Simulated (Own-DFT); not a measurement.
SiC (2H silicon carbide, atoms displaced), GaP (zincblende, strained, atoms displaced) (calculated)

Computed with Own-DFT development build. A calculation, not a measurement: plane-wave PBE density functional theory by an unreviewed code, no spin, of a simulated periodic cell, stress positive in tension, free energy of the whole cell less one offset for each atom, forces on such cells passed a denser k mesh, this cell's mesh not checked; offsets are fitted by least squares, one for each functional and potential file, so energies compare only between cells with the same atoms and settings and are not formation energies; the far tail of each file's local potential was reset to the Coulomb form; each entry is a single point on an unrelaxed cell, so the pressure reflects the starting lattice, mostly measured values (interpolated for alloys), from which strain is counted, and rises with the displacements; printed positions are rounded, which can move forces by about a meV/angstrom; the program, named Own-DFT, is a retired in-house code; no spin-orbit coupling.

Common to all runs: functional PBE; potential files PseudoDojo norm-conserving, scalar-relativistic, standard set; wave cutoff 42 hartree; occupations Fermi-Dirac; smearing width 0.1 eV; hardware one NVIDIA H100.

(1) 
```cif
# cell vector a (Å): 6.1654 0.0000 0.0000
# cell vector b (Å): -3.0827 5.3394 0.0000
# cell vector c (Å): 0.0000 0.0000 10.0681
data_SiC
_symmetry_space_group_name_H-M 'P 1'
_symmetry_Int_Tables_number 1
_cell_length_a 6.1654
_cell_length_b 6.1654
_cell_length_c 10.0681
_cell_angle_alpha 90.000
_cell_angle_beta 90.000
_cell_angle_gamma 120.000
_cell_volume 331.44
loop_
_atom_site_label
_atom_site_type_symbol
_atom_site_fract_x
_atom_site_fract_y
_atom_site_fract_z
_atom_site_occupancy
Si1 Si 0.98954 0.00597 0.98360 1
Si2 Si 0.17667 0.34854 0.24932 1
C1 C 0.00594 0.03442 0.19980 1
C2 C 0.19831 0.35433 0.44638 1
Si3 Si 0.99790 0.99807 0.50447 1
Si4 Si 0.18527 0.35785 0.75253 1
C3 C 0.01639 0.99914 0.69376 1
C4 C 0.20134 0.39107 0.93067 1
Si5 Si 0.99518 0.51536 0.01792 1
Si6 Si 0.22517 0.84283 0.24448 1
C5 C 0.00437 0.52703 0.18710 1
C6 C 0.18635 0.87113 0.44057 1
Si7 Si 0.99440 0.48067 0.49702 1
Si8 Si 0.11317 0.80181 0.77268 1
C7 C 0.03329 0.48809 0.68089 1
C8 C 0.17809 0.80949 0.94468 1
Si9 Si 0.51603 0.00358 0.00745 1
Si10 Si 0.66916 0.35418 0.25261 1
C9 C 0.49920 0.03077 0.19616 1
C10 C 0.67667 0.30419 0.45007 1
Si11 Si 0.49227 0.01390 0.49191 1
Si12 Si 0.64125 0.30852 0.74181 1
C11 C 0.48725 0.00283 0.68995 1
C12 C 0.71177 0.32859 0.93317 1
Si13 Si 0.48331 0.47850 0.99313 1
Si14 Si 0.65723 0.84191 0.24506 1
C13 C 0.50035 0.54620 0.18298 1
C14 C 0.64921 0.82504 0.44456 1
Si15 Si 0.48876 0.49489 0.50199 1
Si16 Si 0.68665 0.85191 0.74118 1
C15 C 0.48448 0.50981 0.69221 1
C16 C 0.63609 0.82800 0.94048 1
_calc_k_mesh '5 x 5 x 3 centred on Gamma'
_calc_free_energy_of_cell_above_offsets '8.337'  # eV
_calc_pressure 13.14  # GPa
_calc_stress_xx -13.88  # GPa
_calc_stress_yy -16.35  # GPa
_calc_stress_zz -9.18  # GPa
_calc_stress_yz -0.8  # GPa
_calc_stress_xz -2.59  # GPa
_calc_stress_xy -7.61  # GPa
_calc_wall_time 118.6  # s
```

Force:
```tsv
element	x (eV/Å)	y (eV/Å)	z (eV/Å)
Si	0.549	0.848	2.823
Si	-0.626	0.672	1.226
C	0.662	-3.029	-2.764
C	-5.188	-3.948	-3.403
Si	-0.294	0.627	-0.966
Si	0.298	-3.471	1.386
C	-1.726	1.032	-0.053
C	-3.98	-5.304	0.666
Si	2.552	-1.268	-3.511
Si	-11.52	-2.818	4.824
C	0.694	-1.381	3.79
C	-1.528	-4.512	-2.422
Si	2.103	3.538	1.614
Si	5.274	-0.229	-4.078
C	-7.435	2.057	-0.5
C	-2.783	4.217	0.887
Si	-2.289	1.397	-0.868
Si	-0.156	1.531	1.128
C	6.933	3.646	-4.225
C	-2.213	7.605	-4.224
Si	2.02	-6.11	5.187
Si	1.781	3.384	1.213
C	0.32	-2.732	-0.96
C	-5.064	-0.853	0.353
Si	4.565	3.42	1.658
Si	2.789	4.362	2.832
C	1.605	-5.436	-0.807
C	1.214	0.918	-1.188
Si	4.478	2.534	2.359
Si	-3.772	-0.644	1.257
C	5.486	0.87	-1.482
C	5.253	-0.929	-1.754
```

(2) 
```cif
# cell vector a (Å): 10.8620 0.0000 0.0000
# cell vector b (Å): 0.0000 10.8620 0.0000
# cell vector c (Å): 0.0000 0.0000 10.9439
data_GaP
_symmetry_space_group_name_H-M 'P 1'
_symmetry_Int_Tables_number 1
_cell_length_a 10.8620
_cell_length_b 10.8620
_cell_length_c 10.9439
_cell_angle_alpha 90.000
_cell_angle_beta 90.000
_cell_angle_gamma 90.000
_cell_volume 1291.19
loop_
_atom_site_label
_atom_site_type_symbol
_atom_site_fract_x
_atom_site_fract_y
_atom_site_fract_z
_atom_site_occupancy
Ga1 Ga 0.98296 0.00136 0.00505 1
Ga2 Ga 0.99853 0.25666 0.24690 1
Ga3 Ga 0.25676 0.99444 0.25284 1
Ga4 Ga 0.25030 0.24132 0.99878 1
P1 P 0.11416 0.12410 0.11751 1
P2 P 0.11747 0.37512 0.36507 1
P3 P 0.37639 0.13033 0.38629 1
P4 P 0.38237 0.37425 0.11912 1
Ga5 Ga 0.00146 0.99730 0.50156 1
Ga6 Ga 0.99312 0.26183 0.75240 1
Ga7 Ga 0.26662 0.00006 0.75469 1
Ga8 Ga 0.24753 0.26084 0.51156 1
P5 P 0.12039 0.11702 0.63082 1
P6 P 0.12046 0.37600 0.87281 1
P7 P 0.36568 0.13179 0.86988 1
P8 P 0.38289 0.37082 0.62939 1
Ga9 Ga 0.00509 0.50545 0.00240 1
Ga10 Ga 0.00373 0.74084 0.25270 1
Ga11 Ga 0.24751 0.49700 0.23793 1
Ga12 Ga 0.24623 0.75546 0.99872 1
P9 P 0.12700 0.61584 0.12118 1
P10 P 0.13417 0.88387 0.37502 1
P11 P 0.37661 0.61804 0.38129 1
P12 P 0.36629 0.88116 0.12997 1
Ga13 Ga 0.99391 0.48258 0.48531 1
Ga14 Ga 0.99524 0.74496 0.73784 1
Ga15 Ga 0.24867 0.49068 0.74473 1
Ga16 Ga 0.25249 0.75394 0.50209 1
P13 P 0.13193 0.63304 0.61279 1
P14 P 0.12268 0.86972 0.86642 1
P15 P 0.37415 0.62678 0.88102 1
P16 P 0.37280 0.87953 0.62320 1
Ga17 Ga 0.49533 0.00840 0.99009 1
Ga18 Ga 0.50383 0.26472 0.25009 1
Ga19 Ga 0.75064 0.00986 0.25500 1
Ga20 Ga 0.76296 0.25853 0.00245 1
P17 P 0.62201 0.13451 0.11998 1
P18 P 0.62620 0.37208 0.37499 1
P19 P 0.87003 0.11796 0.37729 1
P20 P 0.87117 0.37923 0.12349 1
Ga21 Ga 0.49859 0.02118 0.49857 1
Ga22 Ga 0.50172 0.24247 0.75919 1
Ga23 Ga 0.74811 0.99153 0.75141 1
Ga24 Ga 0.74767 0.24774 0.49146 1
P21 P 0.62057 0.12397 0.62690 1
P22 P 0.62950 0.37197 0.87016 1
P23 P 0.86878 0.12364 0.86869 1
P24 P 0.87730 0.38421 0.60808 1
Ga25 Ga 0.49822 0.50387 0.99477 1
Ga26 Ga 0.50893 0.74564 0.25884 1
Ga27 Ga 0.74092 0.48276 0.24818 1
Ga28 Ga 0.74842 0.74890 0.00874 1
P25 P 0.62824 0.61874 0.11580 1
P26 P 0.62950 0.88237 0.37582 1
P27 P 0.86563 0.63128 0.36496 1
P28 P 0.87424 0.87891 0.12725 1
Ga29 Ga 0.49284 0.49545 0.50191 1
Ga30 Ga 0.48765 0.73242 0.74228 1
Ga31 Ga 0.75064 0.48486 0.75077 1
Ga32 Ga 0.76983 0.74983 0.49438 1
P29 P 0.61647 0.63707 0.62185 1
P30 P 0.63151 0.86835 0.87327 1
P31 P 0.87168 0.63505 0.87514 1
P32 P 0.87964 0.87258 0.63614 1
_calc_k_mesh '3 x 3 x 3 centred on Gamma'
_calc_free_energy_of_cell_above_offsets '-30.120'  # eV
_calc_pressure 4.21  # GPa
_calc_stress_xx -4.49  # GPa
_calc_stress_yy -4  # GPa
_calc_stress_zz -4.14  # GPa
_calc_stress_yz -0.29  # GPa
_calc_stress_xz 0.57  # GPa
_calc_stress_xy -0.53  # GPa
_calc_wall_time 535.1  # s
```

Force:
```tsv
element	x (eV/Å)	y (eV/Å)	z (eV/Å)
Ga	1.233	-0.173	-1.589
Ga	-0.686	-1.422	-0.35
Ga	-0.704	2.255	0.266
Ga	-0.95	1.117	0.605
P	0.94	-0.006	1.04
P	1.917	-0.334	0.332
P	-1.328	1.504	-2.109
P	-1.032	-0.004	-0.164
Ga	-0.128	-0.094	0.153
Ga	-0.009	-1.223	-0.919
Ga	-2.341	-0.947	-0.749
Ga	-0.789	-1.199	-0.573
P	0.507	1.35	0.258
P	0.549	0.032	0.618
P	1.208	-0.248	0.717
P	-0.254	-0.007	0.426
Ga	-1.32	-0.288	-1.193
Ga	0.521	1.243	-0.496
Ga	0.93	-0.182	1.056
Ga	-0.176	0.037	0.146
P	0.209	1.81	0.377
P	-1.258	-1.492	0.196
P	-0.786	0.51	-1.231
P	2.009	-1.295	-1.218
Ga	0.98	3.437	-0.553
Ga	1.488	-0.827	1.23
Ga	-0.027	1.326	0.206
Ga	0.512	0.52	-0.901
P	-1.361	-2.179	0.714
P	-0.211	0.824	0.579
P	-1.064	-0.541	-0.605
P	1.252	-0.117	-0.157
Ga	0.547	-0.834	0.593
Ga	-0.573	-1.799	-0.117
Ga	-1.074	-0.842	-1.52
Ga	-1.465	-1.356	-0.918
P	0.373	-0.177	0.252
P	-0.663	0.541	1.081
P	1.493	1.24	0.222
P	1.449	0.42	0.324
Ga	0.569	-2.605	0.444
Ga	0.414	0.525	-0.698
Ga	-0.35	0.62	-0.265
Ga	0.184	-0.34	1.085
P	1.302	0.416	0.495
P	-0.685	-0.278	1.163
P	0.223	0.664	0.295
P	-1.539	-1.895	2.009
Ga	0.603	-0.472	-0.291
Ga	-0.399	0.181	-0.618
Ga	0.362	2.005	-0.39
Ga	0.495	0.749	-0.54
P	-0.613	-0.108	1.515
P	-0.165	-0.174	0.583
P	0.854	-2.361	-0.383
P	-0.406	-0.928	1.039
Ga	1.295	0.463	0.275
Ga	0.064	2.118	0.795
Ga	0.201	2.331	-0.905
Ga	-2.076	1.278	1.341
P	1.91	-2.065	-1.038
P	-1.782	-0.085	0.271
P	0.3	-1.508	-0.14
P	-0.678	0.888	-2.073
```

(3) 
```cif
# cell vector a (Å): 10.8620 0.0000 0.0000
# cell vector b (Å): 0.0000 10.8620 0.0000
# cell vector c (Å): 0.0000 0.0000 10.9439
data_GaP
_symmetry_space_group_name_H-M 'P 1'
_symmetry_Int_Tables_number 1
_cell_length_a 10.8620
_cell_length_b 10.8620
_cell_length_c 10.9439
_cell_angle_alpha 90.000
_cell_angle_beta 90.000
_cell_angle_gamma 90.000
_cell_volume 1291.19
loop_
_atom_site_label
_atom_site_type_symbol
_atom_site_fract_x
_atom_site_fract_y
_atom_site_fract_z
_atom_site_occupancy
Ga1 Ga 0.01433 0.99111 0.01107 1
Ga2 Ga 0.98817 0.23990 0.24824 1
Ga3 Ga 0.25860 0.99092 0.25049 1
Ga4 Ga 0.26218 0.23718 0.99983 1
P1 P 0.12386 0.13271 0.11855 1
P2 P 0.12792 0.36434 0.38191 1
P3 P 0.36747 0.13368 0.37050 1
P4 P 0.38086 0.37725 0.12143 1
Ga5 Ga 0.99281 0.99310 0.49852 1
Ga6 Ga 0.00189 0.24611 0.75178 1
Ga7 Ga 0.24405 0.00348 0.75295 1
Ga8 Ga 0.23950 0.24326 0.50232 1
P5 P 0.13671 0.11815 0.62360 1
P6 P 0.12441 0.39360 0.88224 1
P7 P 0.36362 0.12941 0.87219 1
P8 P 0.37030 0.37263 0.62663 1
Ga9 Ga 0.00939 0.50226 0.00603 1
Ga10 Ga 0.00535 0.74999 0.24390 1
Ga11 Ga 0.25333 0.50792 0.23811 1
Ga12 Ga 0.25099 0.75803 0.00659 1
P9 P 0.13532 0.63322 0.10411 1
P10 P 0.10963 0.87008 0.37830 1
P11 P 0.37504 0.63376 0.38743 1
P12 P 0.36072 0.86379 0.12266 1
Ga13 Ga 0.00108 0.50754 0.50913 1
Ga14 Ga 0.01618 0.74356 0.73894 1
Ga15 Ga 0.23893 0.49889 0.75319 1
Ga16 Ga 0.26491 0.75879 0.49968 1
P13 P 0.13019 0.63141 0.62219 1
P14 P 0.11216 0.87310 0.87296 1
P15 P 0.35647 0.62039 0.88107 1
P16 P 0.37198 0.88128 0.62914 1
Ga17 Ga 0.50962 0.99232 0.01100 1
Ga18 Ga 0.49796 0.24646 0.24217 1
Ga19 Ga 0.75907 0.99983 0.25834 1
Ga20 Ga 0.75206 0.24642 0.00215 1
P17 P 0.62495 0.11840 0.11958 1
P18 P 0.61014 0.37188 0.37458 1
P19 P 0.88001 0.13157 0.37296 1
P20 P 0.87245 0.37619 0.13120 1
Ga21 Ga 0.50395 0.01086 0.50425 1
Ga22 Ga 0.49600 0.24512 0.75138 1
Ga23 Ga 0.74261 0.98739 0.73760 1
Ga24 Ga 0.73625 0.24189 0.50022 1
P21 P 0.61742 0.12634 0.63595 1
P22 P 0.63122 0.37314 0.87794 1
P23 P 0.87122 0.12565 0.86590 1
P24 P 0.87766 0.38335 0.63123 1
Ga25 Ga 0.50102 0.49985 0.99190 1
Ga26 Ga 0.49776 0.75122 0.25212 1
Ga27 Ga 0.75206 0.49989 0.24311 1
Ga28 Ga 0.74701 0.75299 0.99004 1
P25 P 0.63597 0.62361 0.12545 1
P26 P 0.62886 0.88289 0.37794 1
P27 P 0.88110 0.61309 0.37965 1
P28 P 0.87176 0.88450 0.12622 1
Ga29 Ga 0.49676 0.49235 0.50856 1
Ga30 Ga 0.50461 0.74867 0.74695 1
Ga31 Ga 0.74813 0.51421 0.74916 1
Ga32 Ga 0.75119 0.74321 0.49396 1
P29 P 0.61584 0.64088 0.62018 1
P30 P 0.62463 0.87363 0.87151 1
P31 P 0.87568 0.61453 0.87271 1
P32 P 0.88203 0.86907 0.62041 1
_calc_k_mesh '3 x 3 x 3 centred on Gamma'
_calc_free_energy_of_cell_above_offsets '-29.098'  # eV
_calc_pressure 4.39  # GPa
_calc_stress_xx -4.23  # GPa
_calc_stress_yy -4.57  # GPa
_calc_stress_zz -4.36  # GPa
_calc_stress_yz -0.97  # GPa
_calc_stress_xz 1.05  # GPa
_calc_stress_xy -0.12  # GPa
_calc_wall_time 566.4  # s
```

Force:
```tsv
element	x (eV/Å)	y (eV/Å)	z (eV/Å)
Ga	-1.543	1.099	-0.817
Ga	1.974	1.861	-0.615
Ga	-1.732	0.961	0.661
Ga	-1.568	2.804	0.965
P	0.551	-0.845	1.075
P	-1.183	1.784	-1.48
P	0.844	-1.155	0.237
P	-0.294	-0.215	-0.141
Ga	0.598	1.354	0.107
Ga	0.385	0.854	-0.043
Ga	0.207	-1.136	0.604
Ga	1.446	0.66	-0.121
P	-2.583	0.044	0.06
P	0.204	-3.535	-0.383
P	2.266	-1.982	-0.377
P	-0.427	-0.253	0.495
Ga	-1.926	-0.015	0.128
Ga	-0.849	-0.706	-0.298
Ga	-0.123	-0.48	1.242
Ga	-0.842	-0.252	-3.812
P	-1.727	-0.935	3.074
P	2.252	0.219	-0.386
P	0.729	-1.647	-1.746
P	3.327	1.948	1.451
Ga	0.68	-1.457	-0.247
Ga	-2.198	0.42	1.481
Ga	0.799	0.359	-0.998
Ga	-2.019	0.568	0.411
P	1.552	-0.826	-1.056
P	1.693	-0.032	0.064
P	2.032	0.886	-0.712
P	0.904	0.371	0.288
Ga	-1.795	-0.408	-1.328
Ga	-0.113	0.032	0.11
Ga	-0.699	0.507	-0.351
Ga	0.356	0.118	-0.508
P	0.884	0.736	1.524
P	1.288	0.166	-0.272
P	-1.551	-1.314	1.891
P	0.816	-0.522	-0.988
Ga	-1.092	-0.409	-0.697
Ga	-0.262	1.437	0.868
Ga	1.157	0.714	0.63
Ga	0.94	1.3	0.125
P	0.899	-0.444	-0.81
P	-0.621	0.23	-0.864
P	0.139	-1.175	0.801
P	-0.753	-0.886	-0.52
Ga	0.152	0.232	0.318
Ga	0.654	-0.261	0.065
Ga	-0.327	-0.3	1.804
Ga	1.169	-0.508	0.651
P	-1.593	0.91	-0.585
P	-0.487	-0.471	-0.086
P	-0.646	1.054	-1.453
P	0.34	-1.444	-0.396
Ga	-0.126	0.8	-0.304
Ga	-2.21	0.5	1.325
Ga	-0.782	-1.158	-0.636
Ga	0.444	0.568	-0.242
P	1.162	-2.201	-0.417
P	-0.565	0.115	0.091
P	0.933	1.859	0.658
P	-1.144	-0.496	0.479
```
